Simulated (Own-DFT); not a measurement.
## Calculated data, Si3N4 (beta silicon nitride, atoms displaced)

Computed with Own-DFT development build. A calculation, not a measurement: plane-wave PBE density functional theory by an unreviewed code, no spin, of a simulated periodic cell, stress positive in tension, free energy of the whole cell less one offset for each atom, some atoms lie very close together; forces on such cells moved up to 12 meV/angstrom on a denser k mesh; offsets are fitted by least squares, one for each functional and potential file, so energies compare only between cells with the same atoms and settings and are not formation energies; the far tail of each file's local potential was reset to the Coulomb form; each entry is a single point on an unrelaxed cell, so the pressure reflects the starting lattice, mostly measured values (interpolated for alloys), from which strain is counted, and rises with the displacements; printed positions are rounded, which can move forces by about a meV/angstrom; the program, named Own-DFT, is a retired in-house code; no spin-orbit coupling; before rounding, a Quantum ESPRESSO 7.3.1 run of the same cell and cutoff gave forces within 1 meV/angstrom rms on each cell, which checks the program and not the settings.

Common to all runs: functional PBE; potential files PseudoDojo norm-conserving, scalar-relativistic, standard set; wave cutoff 42 hartree; occupations Fermi-Dirac; smearing width 0.1 eV; k mesh 2 x 2 x 4 centred on Gamma.

```yaml
- entry: 1
  formula: Si3N4
  kind: "beta silicon nitride, atoms displaced"
  structure:
    cell_angstrom: [[15.212, 0.0, 0.0], [-7.606, 13.174, 0.0], [0.0, 0.0, 5.818]]
    atoms_fractional:
      - [Si, 0.09366, 0.38499, 0.15122]
      - [Si, 0.10699, 0.20137, 0.13781]
      - [Si, 0.30833, 0.42257, 0.16193]
      - [Si, 0.40195, 0.11113, 0.37688]
      - [Si, 0.41842, 0.29022, 0.3636]
      - [Si, 0.19983, 0.09471, 0.36896]
      - ["N", 0.16247, 0.01298, 0.09878]
      - ["N", 0.48325, 0.1653, 0.17081]
      - ["N", 0.35938, 0.33221, 0.10567]
      - ["N", 0.33404, 0.4893, 0.37167]
      - ["N", 0.02699, 0.35042, 0.35856]
      - ["N", 0.14983, 0.17257, 0.35596]
      - ["N", 0.15233, 0.31954, 0.13737]
      - ["N", 0.3318, 0.17412, 0.36464]
      - [Si, 0.0833, 0.35842, 0.59825]
      - [Si, 0.12355, 0.21564, 0.64051]
      - [Si, 0.30577, 0.41562, 0.62329]
      - [Si, 0.4207, 0.15346, 0.86451]
      - [Si, 0.3703, 0.28296, 0.86928]
      - [Si, 0.20107, 0.07731, 0.87803]
      - ["N", 0.15085, 0.00518, 0.63381]
      - ["N", 0.47349, 0.15156, 0.6495]
      - ["N", 0.36111, 0.32774, 0.64122]
      - ["N", 0.32303, 0.47087, 0.84381]
      - ["N", 0.01678, 0.346, 0.83417]
      - ["N", 0.12497, 0.16351, 0.87712]
      - ["N", 0.17284, 0.34078, 0.649]
      - ["N", 0.33065, 0.17206, 0.88231]
      - [Si, 0.08449, 0.86731, 0.13903]
      - [Si, 0.1201, 0.70928, 0.0985]
      - [Si, 0.29528, 0.91106, 0.13893]
      - [Si, 0.41426, 0.60566, 0.39113]
      - [Si, 0.39369, 0.79425, 0.37741]
      - [Si, 0.21376, 0.57946, 0.41305]
      - ["N", 0.1661, 0.51643, 0.19739]
      - ["N", 0.48499, 0.66427, 0.10196]
      - ["N", 0.36855, 0.85319, 0.15753]
      - ["N", 0.32947, 0.98977, 0.3852]
      - ["N", 0.02213, 0.84507, 0.36818]
      - ["N", 0.1661, 0.65963, 0.37088]
      - ["N", 0.17095, 0.82902, 0.10148]
      - ["N", 0.34516, 0.67875, 0.38768]
      - [Si, 0.08193, 0.89376, 0.60447]
      - [Si, 0.11684, 0.69942, 0.62362]
      - [Si, 0.29908, 0.90603, 0.66112]
      - [Si, 0.42157, 0.62896, 0.83687]
      - [Si, 0.37892, 0.79254, 0.84144]
      - [Si, 0.20181, 0.57531, 0.87913]
      - ["N", 0.18241, 0.52922, 0.62179]
      - ["N", 0.49883, 0.65318, 0.63206]
      - ["N", 0.34107, 0.82106, 0.63824]
      - ["N", 0.37453, 0.99538, 0.84845]
      - ["N", 0.98859, 0.84455, 0.89768]
      - ["N", 0.17471, 0.66883, 0.85239]
      - ["N", 0.16367, 0.84227, 0.62996]
      - ["N", 0.33944, 0.65782, 0.89062]
      - [Si, 0.58525, 0.37382, 0.12387]
      - [Si, 0.61132, 0.21504, 0.12149]
      - [Si, 0.81269, 0.41218, 0.04166]
      - [Si, 0.91177, 0.13034, 0.38817]
      - [Si, 0.89857, 0.2951, 0.36932]
      - [Si, 0.70409, 0.07993, 0.41504]
      - ["N", 0.68399, 0.005, 0.09548]
      - ["N", 0.99297, 0.15716, 0.11803]
      - ["N", 0.83573, 0.33587, 0.10968]
      - ["N", 0.81178, 0.47311, 0.33544]
      - ["N", 0.53104, 0.36786, 0.36928]
      - ["N", 0.64256, 0.14931, 0.38494]
      - ["N", 0.6792, 0.34015, 0.08974]
      - ["N", 0.85369, 0.16334, 0.3611]
      - [Si, 0.57755, 0.38949, 0.61568]
      - [Si, 0.6243, 0.19362, 0.60333]
      - [Si, 0.81206, 0.41934, 0.59376]
      - [Si, 0.92003, 0.11708, 0.89909]
      - [Si, 0.89942, 0.3187, 0.91227]
      - [Si, 0.71581, 0.08515, 0.91466]
      - ["N", 0.66894, 0.00306, 0.63926]
      - ["N", 0.98258, 0.14362, 0.60975]
      - ["N", 0.83428, 0.31496, 0.61686]
      - ["N", 0.83485, 0.50364, 0.85222]
      - ["N", 0.52331, 0.34969, 0.83835]
      - ["N", 0.65593, 0.17522, 0.90536]
      - ["N", 0.67933, 0.34929, 0.64343]
      - ["N", 0.82631, 0.16049, 0.92289]
      - [Si, 0.57656, 0.88175, 0.08517]
      - [Si, 0.6264, 0.72761, 0.11734]
      - [Si, 0.79645, 0.92424, 0.13864]
      - [Si, 0.92452, 0.64527, 0.3779]
      - [Si, 0.87725, 0.79998, 0.4287]
      - [Si, 0.68621, 0.57267, 0.36497]
      - ["N", 0.65544, 0.4928, 0.08242]
      - ["N", 0.98887, 0.64049, 0.12589]
      - ["N", 0.83026, 0.81117, 0.10278]
      - ["N", 0.8285, 0.97586, 0.36736]
      - ["N", 0.50709, 0.85326, 0.36965]
      - ["N", 0.65423, 0.6724, 0.41155]
      - ["N", 0.66021, 0.83855, 0.13905]
      - ["N", 0.8538, 0.67821, 0.37559]
      - [Si, 0.58828, 0.88881, 0.63322]
      - [Si, 0.60385, 0.69247, 0.66501]
      - [Si, 0.7915, 0.92066, 0.60265]
      - [Si, 0.93396, 0.62346, 0.82827]
      - [Si, 0.89686, 0.81557, 0.86561]
      - [Si, 0.70866, 0.573, 0.89917]
      - ["N", 0.68084, 0.52002, 0.63969]
      - ["N", 0.98166, 0.64516, 0.63273]
      - ["N", 0.86039, 0.83565, 0.60425]
      - ["N", 0.82605, 0.97985, 0.88991]
      - ["N", 0.50987, 0.86112, 0.88675]
      - ["N", 0.65389, 0.66555, 0.88647]
      - ["N", 0.66127, 0.83968, 0.61131]
      - ["N", 0.80712, 0.64217, 0.84995]
  results:
    "free_energy_of_cell_above_offsets [eV]": "100.511"
    "pressure [GPa]": 33.73
    "stress_xx [GPa]": -38.2
    "stress_yy [GPa]": -29.08
    "stress_zz [GPa]": -33.89
    "stress_yz [GPa]": 2.3
    "stress_xz [GPa]": 2.29
    "stress_xy [GPa]": -2.76
    force_element: [Si, Si, Si, Si, Si, Si, "N", "N", "N", "N", "N", "N", "N", "N", Si, Si, Si, Si, Si, Si, "N", "N", "N", "N", "N", "N", "N", "N", Si, Si, Si, Si, Si, Si, "N", "N", "N", "N", "N", "N", "N", "N", Si, Si, Si, Si, Si, Si, "N", "N", "N", "N", "N", "N", "N", "N", Si, Si, Si, Si, Si, Si, "N", "N", "N", "N", "N", "N", "N", "N", Si, Si, Si, Si, Si, Si, "N", "N", "N", "N", "N", "N", "N", "N", Si, Si, Si, Si, Si, Si, "N", "N", "N", "N", "N", "N", "N", "N", Si, Si, Si, Si, Si, Si, "N", "N", "N", "N", "N", "N", "N", "N"]
    "force_x [eV/angstrom]": [4.6, 5.482, 1.129, 0.42, -12.15, 0.71, 0.015, 0.57, -1.866, -0.087, -7.694, 2.428, 3.229, -0.071, -3.167, -0.637, 2.644, 5.452, 1.511, -2.382, 1.029, 6.158, -4.511, 0.369, -0.343, 6.486, 4.724, -4.94, -1.316, 4.955, 5.24, 0.162, -9.662, 0.698, 0.102, 1.941, -2.023, -0.502, -4.127, -6.26, -2.312, 2.782, 2.028, 3.605, -1.353, 1.712, 4.363, 2.391, -0.926, -15.5, -4.645, -3.564, 44.08, -5.776, 1.158, -7.004, 3.824, 3.088, -14.81, 44.54, -5.531, 0.196, -2.303, -7.678, 13.57, 3.269, 0.956, 2.983, -3.027, -47.14, 12.11, -5.292, -4.347, -3.999, 0.099, -9.568, 0.944, 1.302, 3.682, 3.307, -6.063, 1.577, -0.851, 9.824, 6.586, 3.47, -0.27, 13.74, 17.87, 1.407, -2.034, 0.572, -2.076, 1.601, 10.46, 0.343, -0.45, -17.5, -3.94, 18.29, -0.312, -19.06, -40.04, -14.46, -3.978, 16.21, -20.14, 2.165, -4.771, -1.235, 3.475, 20.04]
    "force_y [eV/angstrom]": [4.626, -0.145, -8.881, 0.443, -0.096, -1.367, -3.512, 2.431, 2.911, -0.956, -3.896, -1.53, 7.976, -5.641, 4.899, -3.685, -6.792, -5.419, 10.65, 3.88, 12.41, 1.886, 4.189, 7.804, 1.384, -2.773, -1.125, -10.12, 3.29, -7.616, 3.031, 11.04, 2.58, 15.46, -6.446, -1.424, -2.076, -4.438, -1.25, 3.753, 3.434, -11.06, -9.502, 1.209, 2.23, -4.541, -2.736, 2.172, -13.55, -7.002, 2.999, -0.285, 14.16, 1.642, -2.912, 2.595, -0.729, -1.729, 12.3, -19.55, -0.297, 0.132, -4.355, -3.441, -10.41, 2.961, 1.115, -2.353, -1.843, 17.22, 6.061, 6.748, -0.158, -2.233, -6.082, 1.421, 9.005, 2.056, 1.087, -3.703, -6.335, -3.633, -4.247, 8.803, 2.477, -11.77, -9.406, -9.846, -18.3, 2.692, 1.767, 2.154, 3.778, 9.245, 6.164, -1.447, 6.919, 4.694, -5.936, 8.241, -4.019, -7.655, -16.43, -5.037, -3.799, 8.791, 18.1, 3.542, -2.663, 0.144, -3.654, 19.14]
    "force_z [eV/angstrom]": [-9.881, -3.18, -13.24, 4.313, 0.033, -0.785, 7.498, -4.967, 5.674, 6.423, 5.484, 5.956, 0.672, 0.643, 3.326, -3.781, -4.202, 7.366, 2.505, -4.206, -1.065, -10.44, -9.266, 10.97, 4.397, 1.135, -1.326, 0.438, -5.897, 2.604, -1.02, -4.261, -0.736, -10.62, -12.37, 2.41, -3.01, -0.251, 2.103, 0.292, 0.508, 0.945, 3.444, -2.981, -2.724, 7.274, 12.75, 3.534, 14.92, -6.113, -8.714, 4.439, 4.61, 2.181, 0.414, -0.481, -5.958, 0.263, 2.865, 2.468, 1.768, -4.864, 9.671, 4.306, 6.633, -0.325, -2.762, -5.852, 1.437, -4.058, 0.387, 10.59, -1.427, -4.384, -7.413, -6.838, 1.026, 3.493, -0.231, -2.225, 10.78, -3.501, -2.038, -1.538, 13.16, 1.06, -7.127, -3.156, -41.59, 2.007, 8.801, -2.093, 4.083, 4.148, 1.361, -3.525, -0.411, 0.352, -2.569, -1.293, 7.28, 31.23, -2.667, -2.454, -5.577, -26.93, 34.87, -4.961, -11.17, 2.284, 1.437, -2.574]
- entry: 2
  formula: Si3N4
  kind: "beta silicon nitride, atoms displaced"
  structure:
    cell_angstrom: [[15.212, 0.0, 0.0], [-7.606, 13.174, 0.0], [0.0, 0.0, 5.818]]
    atoms_fractional:
      - [Si, 0.09598, 0.38772, 0.09103]
      - [Si, 0.11834, 0.19236, 0.16061]
      - [Si, 0.27622, 0.41582, 0.10677]
      - [Si, 0.41768, 0.08822, 0.35646]
      - [Si, 0.39838, 0.2931, 0.31786]
      - [Si, 0.20976, 0.07257, 0.37202]
      - ["N", 0.18524, 0.03341, 0.11538]
      - ["N", 0.48184, 0.16343, 0.14581]
      - ["N", 0.3625, 0.33548, 0.11011]
      - ["N", 0.32205, 0.48258, 0.4094]
      - ["N", 0.02883, 0.36465, 0.36404]
      - ["N", 0.13933, 0.17744, 0.35643]
      - ["N", 0.16787, 0.33545, 0.12769]
      - ["N", 0.3317, 0.15507, 0.3911]
      - [Si, 0.08443, 0.38554, 0.61793]
      - [Si, 0.11368, 0.20011, 0.63878]
      - [Si, 0.31163, 0.4272, 0.66351]
      - [Si, 0.41964, 0.10989, 0.89278]
      - [Si, 0.37428, 0.29244, 0.89503]
      - [Si, 0.21109, 0.09209, 0.8978]
      - ["N", 0.15084, 0.01007, 0.64541]
      - ["N", 0.49022, 0.15122, 0.64309]
      - ["N", 0.35596, 0.3365, 0.65196]
      - ["N", 0.32914, 0.47755, 0.89233]
      - ["N", 0.02948, 0.35039, 0.87322]
      - ["N", 0.16548, 0.15911, 0.89013]
      - ["N", 0.17932, 0.33417, 0.63113]
      - ["N", 0.32998, 0.17308, 0.89508]
      - [Si, 0.1006, 0.89428, 0.08596]
      - [Si, 0.10573, 0.69147, 0.11741]
      - [Si, 0.31754, 0.95144, 0.11598]
      - [Si, 0.38593, 0.61364, 0.39591]
      - [Si, 0.38429, 0.81786, 0.47616]
      - [Si, 0.21154, 0.58704, 0.39338]
      - ["N", 0.14009, 0.50061, 0.1197]
      - ["N", 0.49153, 0.65862, 0.10184]
      - ["N", 0.34403, 0.85036, 0.15117]
      - ["N", 0.33786, 0.98403, 0.36733]
      - ["N", 0.00653, 0.83679, 0.38938]
      - ["N", 0.14966, 0.67618, 0.35399]
      - ["N", 0.12713, 0.81543, 0.15466]
      - ["N", 0.33088, 0.65008, 0.42642]
      - [Si, 0.08815, 0.8794, 0.58084]
      - [Si, 0.09843, 0.70739, 0.6396]
      - [Si, 0.30154, 0.90833, 0.6472]
      - [Si, 0.42252, 0.62639, 0.84044]
      - [Si, 0.39991, 0.79858, 0.88563]
      - [Si, 0.18846, 0.57774, 0.91011]
      - ["N", 0.17124, 0.51933, 0.66109]
      - ["N", 0.48948, 0.65936, 0.62161]
      - ["N", 0.33322, 0.84216, 0.64995]
      - ["N", 0.34109, 0.99371, 0.89271]
      - ["N", 0.01692, 0.85994, 0.89637]
      - ["N", 0.1658, 0.66746, 0.87301]
      - ["N", 0.16007, 0.82855, 0.58357]
      - ["N", 0.32819, 0.65966, 0.877]
      - [Si, 0.59605, 0.39219, 0.11184]
      - [Si, 0.59445, 0.18193, 0.10041]
      - [Si, 0.80272, 0.41001, 0.09608]
      - [Si, 0.91458, 0.13855, 0.35638]
      - [Si, 0.90019, 0.30923, 0.3704]
      - [Si, 0.70138, 0.06993, 0.36887]
      - ["N", 0.66, 0.0062, 0.08482]
      - ["N", 0.96871, 0.13612, 0.16098]
      - ["N", 0.8479, 0.32987, 0.13316]
      - ["N", 0.8392, 0.50336, 0.39385]
      - ["N", 0.51168, 0.35405, 0.42166]
      - ["N", 0.65275, 0.17906, 0.39268]
      - ["N", 0.65777, 0.33253, 0.14144]
      - ["N", 0.83714, 0.16041, 0.35894]
      - [Si, 0.57917, 0.39242, 0.6693]
      - [Si, 0.61136, 0.19097, 0.61198]
      - [Si, 0.80565, 0.41513, 0.59952]
      - [Si, 0.93509, 0.11994, 0.86679]
      - [Si, 0.8621, 0.27566, 0.92812]
      - [Si, 0.70117, 0.07722, 0.87047]
      - ["N", 0.68452, 0.03393, 0.62018]
      - ["N", 0.0003, 0.1751, 0.6526]
      - ["N", 0.83559, 0.32947, 0.59873]
      - ["N", 0.8171, 0.47459, 0.86454]
      - ["N", 0.50316, 0.34804, 0.87305]
      - ["N", 0.6674, 0.16145, 0.88869]
      - ["N", 0.65622, 0.33585, 0.66825]
      - ["N", 0.83573, 0.15346, 0.88276]
      - [Si, 0.56066, 0.89912, 0.07913]
      - [Si, 0.60926, 0.69321, 0.12795]
      - [Si, 0.7851, 0.90592, 0.15141]
      - [Si, 0.90764, 0.61035, 0.35218]
      - [Si, 0.87997, 0.81852, 0.38886]
      - [Si, 0.69612, 0.6042, 0.37686]
      - ["N", 0.65961, 0.50837, 0.16977]
      - ["N", 0.97779, 0.64278, 0.12466]
      - ["N", 0.84081, 0.83083, 0.0754]
      - ["N", 0.83993, 0.00171, 0.33041]
      - ["N", 0.51753, 0.84319, 0.35772]
      - ["N", 0.6605, 0.6766, 0.38049]
      - ["N", 0.66898, 0.82418, 0.09512]
      - ["N", 0.82865, 0.67216, 0.40028]
      - [Si, 0.60567, 0.89736, 0.58644]
      - [Si, 0.6091, 0.70046, 0.64639]
      - [Si, 0.79452, 0.92932, 0.61628]
      - [Si, 0.88866, 0.61056, 0.86177]
      - [Si, 0.87516, 0.78809, 0.87078]
      - [Si, 0.69663, 0.57056, 0.84524]
      - ["N", 0.67042, 0.50226, 0.62662]
      - ["N", 0.97399, 0.65005, 0.63462]
      - ["N", 0.84202, 0.82367, 0.66839]
      - ["N", 0.8221, 0.99497, 0.83652]
      - ["N", 0.52312, 0.85628, 0.86863]
      - ["N", 0.66105, 0.66208, 0.88408]
      - ["N", 0.65533, 0.81361, 0.61641]
      - ["N", 0.82439, 0.66788, 0.87564]
  results:
    "free_energy_of_cell_above_offsets [eV]": "103.910"
    "pressure [GPa]": 34.73
    "stress_xx [GPa]": -34.13
    "stress_yy [GPa]": -31.79
    "stress_zz [GPa]": -38.27
    "stress_yz [GPa]": 1.12
    "stress_xz [GPa]": 1.32
    "stress_xy [GPa]": 5.27
    force_element: [Si, Si, Si, Si, Si, Si, "N", "N", "N", "N", "N", "N", "N", "N", Si, Si, Si, Si, Si, Si, "N", "N", "N", "N", "N", "N", "N", "N", Si, Si, Si, Si, Si, Si, "N", "N", "N", "N", "N", "N", "N", "N", Si, Si, Si, Si, Si, Si, "N", "N", "N", "N", "N", "N", "N", "N", Si, Si, Si, Si, Si, Si, "N", "N", "N", "N", "N", "N", "N", "N", Si, Si, Si, Si, Si, Si, "N", "N", "N", "N", "N", "N", "N", "N", Si, Si, Si, Si, Si, Si, "N", "N", "N", "N", "N", "N", "N", "N", Si, Si, Si, Si, Si, Si, "N", "N", "N", "N", "N", "N", "N", "N"]
    "force_x [eV/angstrom]": [0.93, -15.63, 8.956, -1.5, -1.917, -1.724, -0.004, -0.519, -8.157, 0.405, -2.585, 17.6, -4.734, 2.953, 5.884, 7.776, 0.992, -4.718, 3.214, 3.897, 2.301, -1.981, -2.534, 0.705, -6.99, -13.61, -2.587, 7.482, -5.252, -0.774, -1.071, 46.71, 10.38, -7.922, 1.505, -5.279, 4.206, -2.825, -4.627, 4.231, 9.324, -40.57, -2.651, 5.296, -26.1, -2.831, -6.699, 3.62, -0.998, -2.24, 14.18, -0.381, -3.227, -7.968, 4.435, 1.2, -4.89, 7.495, -5.293, 11.91, -1.577, 0.101, 0.427, 13.27, -2.088, -0.509, 2.111, 5.966, 6.208, -21.39, 2.165, -3.088, -7.345, -6.969, 4.969, 5.579, -1.228, -3.244, 5.911, 1.572, 1.626, -6.316, 3.839, -1.748, 6.462, 3.206, 2.258, -1.888, 3.825, 13.49, 0.044, -0.623, -2.886, -1.083, -1.721, -11.21, -3.688, 0.148, 0.41, 6.672, 2.593, 5.781, 8.094, -1.113, -0.227, -0.457, -7.167, 2.128, -2.859, -3.919, -1.484, 0.184]
    "force_y [eV/angstrom]": [-6.987, 8.235, 2.012, 17.15, -2.569, 2.931, -11.15, -1.651, 5.495, 2.11, -2.61, -9.679, -7.682, 1.84, 1.031, 4.439, -10.74, 9.364, -0.137, -1.437, 1.017, -4.067, 1.725, 10.88, -3.896, 7.071, 0.256, -4.554, 3.248, 2.633, -17.01, -17.7, -5.33, -1.872, 9.735, -2.876, -0.844, -9.556, 1.094, -3.438, -2.608, 22.5, 3.176, -3.8, 17.01, -2.944, -4.543, 1.967, -2.632, -1.83, -14.36, 0.975, -2.113, 4.634, 4.039, 2.55, -3.702, 7.071, -0.23, -6.218, -1.827, 7.372, 1.52, 3.322, 3.186, -15.88, 0.569, -5.561, -3.157, 7.048, -5.582, 7.373, 0.743, -4.026, -2.569, 5.609, -8.739, -1.361, -3.003, 3.38, 0.06, 2.687, -2.571, 2.698, 2.284, 3.0, -0.894, 14.02, -5.023, -9.623, 5.829, -1.337, 4.181, -3.107, 2.67, 5.686, 0.206, 0.138, -4.807, -6.071, -6.098, -0.197, 1.764, 4.983, 5.066, -0.784, 6.539, 2.174, -6.061, -0.788, 14.73, -5.195]
    "force_z [eV/angstrom]": [4.676, -41.55, 8.09, 7.5, 7.68, 6.126, 5.998, -2.582, 8.82, -4.462, -0.96, 42.14, 0.407, -0.713, 1.845, -0.708, -9.199, -3.87, -10.47, -10.1, -3.094, -0.76, -3.418, 2.506, -3.247, -0.291, 0.514, -0.764, 2.219, -2.024, 8.832, -8.507, -15.67, 0.783, 5.214, 0.512, -0.879, 8.782, -4.877, 5.795, -0.688, 4.886, 7.066, -1.527, -1.922, 9.392, 2.25, -3.974, -4.575, -4.941, 10.53, -15.22, -5.696, -0.077, 2.619, 1.211, 2.432, 2.977, 4.55, 12.12, 3.173, -7.154, 7.222, -15.89, 3.794, -1.183, -3.766, -12.21, -0.912, 1.023, -6.426, 10.27, 1.803, 5.648, -10.21, 0.77, -0.582, -5.232, 1.251, -1.164, 6.242, -0.609, -1.681, 0.361, 21.45, -0.949, -5.959, 2.25, -1.241, -0.315, -3.071, -4.24, 10.26, 5.74, 1.123, 1.315, 1.012, -1.677, 0.741, 0.23, -2.988, 1.355, 4.491, 7.206, -3.564, -0.356, -12.18, 5.038, -20.03, -1.408, -0.963, 0.487]
```
